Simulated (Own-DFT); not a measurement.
# Which defects push the lattice out? grey tin

No measurement is shown. These are fixed-geometry runs of a retired plane-wave code named Own-DFT, which no person has reviewed; spin and spin-orbit coupling are neglected.

All runs used: PBE; PseudoDojo norm-conserving scalar-relativistic files; cutoff 42 hartree; 3 x 3 x 3 k mesh centred on Gamma; cold (Marzari-Vanderbilt) smearing of 0.2 eV.

Keep in mind (not all hold for every row): not probed for a lower state with spin; forces on such cells moved up to 12 meV/angstrom on a denser k mesh; stress not checked against mesh or cutoff.

All runs share one cell, with vectors in Å (12.978, 0.000, 0.000); (0.000, 12.978, 0.000); (0.000, 0.000, 12.978) and a volume of 2185.9 Å³. u is the rms random offset of the atoms per axis. The defect's site can differ from row to row.

```
cell,formula,u (Å),P (GPa)
no defect,Sn64,0.0198,3.38
no defect,Sn64,0.0485,3.61
no defect,Sn64,0.0491,3.63
two Sn vacancies,Sn62,0.0300,3.09
two Sn vacancies,Sn62,0.0487,3.31
two Sn vacancies,Sn62,0.0543,3.42
one Sn vacancy,Sn63,0.0275,?
one Sn vacancy,Sn63,0.0303,3.25
one Sn vacancy,Sn63,0.0500,3.44
one Sn vacancy,Sn63,0.0538,3.46
```

## Worked fit

P = P0 + c u² + a shift for each defect gives P0 = 3.32 GPa, c = 129 ± 9 GPa/Å² and a scatter of 0.02 GPa. The shifts, and each times the cell's volume:

- one Sn vacancy: -0.20 ± 0.02 GPa, -2.8 eV
- two Sn vacancies: -0.31 ± 0.02 GPa, -4.2 eV (-2.1 eV for each of its 2 sites)

A positive shift means that the defect pushes the cell outwards. Shift times volume (160.2 GPa Å³ is 1 eV) depends little on the cell's size, so, taken for each site, it can be compared between cells at like pressure. The atoms around the defects weren't relaxed, which would change these numbers.

## Check

The question: what pressure belongs in the blank (one Sn vacancy, u = 0.0275 Å)?

Estimate: 3.21 ± 0.03 GPa. The calculation gave 3.20 GPa.
